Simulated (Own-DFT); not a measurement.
# How strain changes the stress of beta-Si3N4, 112 atoms (N64Si48)

Calculated results; nothing here was measured. The program, named Own-DFT, is a retired in-house plane-wave density functional code that no person has reviewed. Each row is one single-point run on a periodic cell that was not relaxed, without spin or spin-orbit coupling.

Settings of every run: PBE; PseudoDojo norm-conserving scalar-relativistic files; cutoff 42 hartree; 2 x 2 x 4 k mesh centred on Gamma; Fermi-Dirac smearing of 0.1 eV.

Known limits, some of them of some rows only: some atoms lie very close together; forces on such cells moved up to 12 meV/angstrom on a denser k mesh; stress not checked against mesh or cutoff.

Unstrained cell vectors in Å: (15.212, 0.000, 0.000); (-7.606, 13.174, 0.000); (0.000, 0.000, 5.818). The unstrained cell has measured lattice constants (interpolated for alloys), not those of this functional. That, the random moves and any unrelaxed bonds set the pressure at no strain. Each run strains this cell uniformly, with the atoms carried along. Every atom was also moved at random, by a Gaussian of width 0.05 Å on each axis. Strain is the symmetric tensor, in per cent. Stress is positive in tension, and the pressure is minus a third of its trace.

| run | e_xx (%) | e_yy (%) | e_zz (%) | e_yz (%) | e_xz (%) | e_xy (%) | s_xx (GPa) | s_yy (GPa) | s_zz (GPa) | s_yz (GPa) | s_xz (GPa) | s_xy (GPa) | P (GPa) | E (meV/atom) |
|---|---|---|---|---|---|---|---|---|---|---|---|---|---|---|
| 1 | 0.50 | 0.39 | -0.25 | -0.97 | -1.09 | 0.65 | -6.09 | -4.65 | -10.64 | -3.01 | -4.04 | 2.08 | 7.12 | 11.4 |
| 2 | -1.20 | 0.75 | 0.81 | 0.81 | 0.93 | -0.48 | -13.82 | -2.49 | -5.58 | 3.40 | 3.61 | -3.27 | 7.30 | 10.5 |
| 3 | -1.89 | -0.89 | 0.10 | 1.46 | -1.64 | 0.65 | -20.62 | -15.05 | -13.47 | 3.22 | -5.12 | 3.67 | 16.38 | 51.9 |
| 4 | -0.28 | -0.17 | 0.59 | 0.11 | -0.59 | -0.20 | -7.89 | -7.79 | -9.30 | 1.59 | -1.55 | -1.43 | 8.33 | 19.4 |
| 5 | 0.13 | -1.92 | 1.56 | -1.62 | 0.81 | -0.94 | -8.01 | -16.57 | -1.43 | -6.43 | 2.44 | -1.22 | 8.67 | 22.7 |
| 6 | -0.93 | 0.28 | -0.02 | -0.71 | -1.02 | 1.91 | -9.89 | -8.86 | -11.25 | -2.47 | -4.43 | 6.87 | 10.00 | 17.2 |
| 7 | 0.29 | -0.97 | 0.81 | -1.15 | 1.04 | -0.78 | -7.74 | -11.94 | -4.15 | -2.79 | 3.44 | -2.87 | 7.95 | 12.9 |
| 8 | -1.81 | -1.58 | -0.96 | -0.48 | -1.09 | -1.49 | -23.04 | -18.55 | -19.67 | -1.70 | -3.86 | -7.95 | 20.42 | 41.2 |
| 9 | -1.68 | -1.15 | 1.66 | 0.38 | -1.03 | 0.42 | -16.32 | -12.42 | -3.19 | 0.22 | -4.38 | 2.54 | 10.64 | 1.8 |
| 10 | -0.66 | -0.91 | 1.08 | -0.95 | 0.16 | 1.56 | -13.29 | -10.00 | -5.18 | -3.12 | 1.48 | 8.19 | 9.49 | 14.2 |
| 11 | 1.29 | 0.81 | 1.16 | 1.41 | 1.91 | 0.46 | 1.16 | -0.21 | -1.72 | 4.90 | 4.82 | 2.63 | 0.26 | 0.0 |
| 12 | 1.52 | -1.68 | 0.04 | 1.99 | -0.30 | 1.20 | -1.76 | -16.00 | -9.42 | 6.75 | -2.02 | 3.43 | 9.06 | 28.7 |
| 13 | 1.51 | -1.43 | -1.23 | -1.30 | -0.39 | -1.63 | -1.72 | -13.38 | -21.66 | -4.68 | -2.69 | -6.51 | 12.25 | 42.6 |
| 14 | 1.40 | -1.55 | -1.92 | -1.79 | -0.64 | -1.00 | -3.74 | -16.38 | -26.11 | -11.27 | -3.25 | -3.88 | 15.41 | 66.0 |
| 15 | -1.85 | 1.15 | -1.33 | -1.48 | 0.39 | 0.18 | -17.89 | -3.38 | -23.37 | -3.44 | 2.17 | 0.08 | 14.88 | 36.8 |
| 16 | 1.77 | -0.76 | -1.50 | 1.06 | 0.73 | -0.47 | 0.01 | -10.15 | -20.57 | 4.19 | 1.18 | -3.13 | 10.24 | 23.2 |
| 17 | -1.50 | -1.28 | -1.24 | 0.06 | -1.37 | 0.11 | -17.29 | -18.92 | -22.47 | -2.53 | -5.37 | 1.11 | 19.56 | 42.1 |
| 18 | 0.45 | -0.07 | -1.24 | 1.43 | -1.77 | -1.24 | ? | ? | ? | ? | ? | ? | ? | ? |

E is the free energy for each atom above the lowest run shown.

## Worked fit

Each stress component was fitted by least squares to a constant and the strains of the runs shown, as fractions, with shears doubled. Shear strains stay in the fit of a normal stress only where such slopes are resolved. The slopes, in GPa:

| stress | at no strain | per e_xx | per e_yy | per e_zz | scatter |
|---|---|---|---|---|---|
| s_xx | -7.8 | 561 ± 27 | 138 ± 36 | 79 ± 31 | 1.39 |
| s_yy | -7.1 | 115 ± 24 | 566 ± 32 | 111 ± 27 | 1.23 |
| s_zz | -11.4 | 99 ± 26 | 66 ± 35 | 728 ± 30 | 1.35 |

Each shear stress against twice its own strain: yz 174 ± 18, xz 178 ± 14, xy 219 ± 18 GPa. These are stiffnesses along x, y and z of the frame in which the cell vectors are given, which need not be the crystal's axes. The atoms are held to the strained lattice; where symmetry lets them move under strain, relaxing them would lower some slopes. The table should be nearly symmetric about its diagonal, and what it lacks of that shows the noise. A ninth of its sum, 274 ± 8 GPa, estimates the bulk modulus near the mean pressure of these runs, 11.1 GPa, so it lies above the value at zero pressure.

## Withheld run

Question: what normal stresses and pressure should run 18 give?

The fit gives s_xx = -6.4, s_yy = -8.3, s_zz = -20.0 and P = 11.6 GPa. The calculation gave -5.04, -11.60, -17.23 and P = 11.29 GPa.
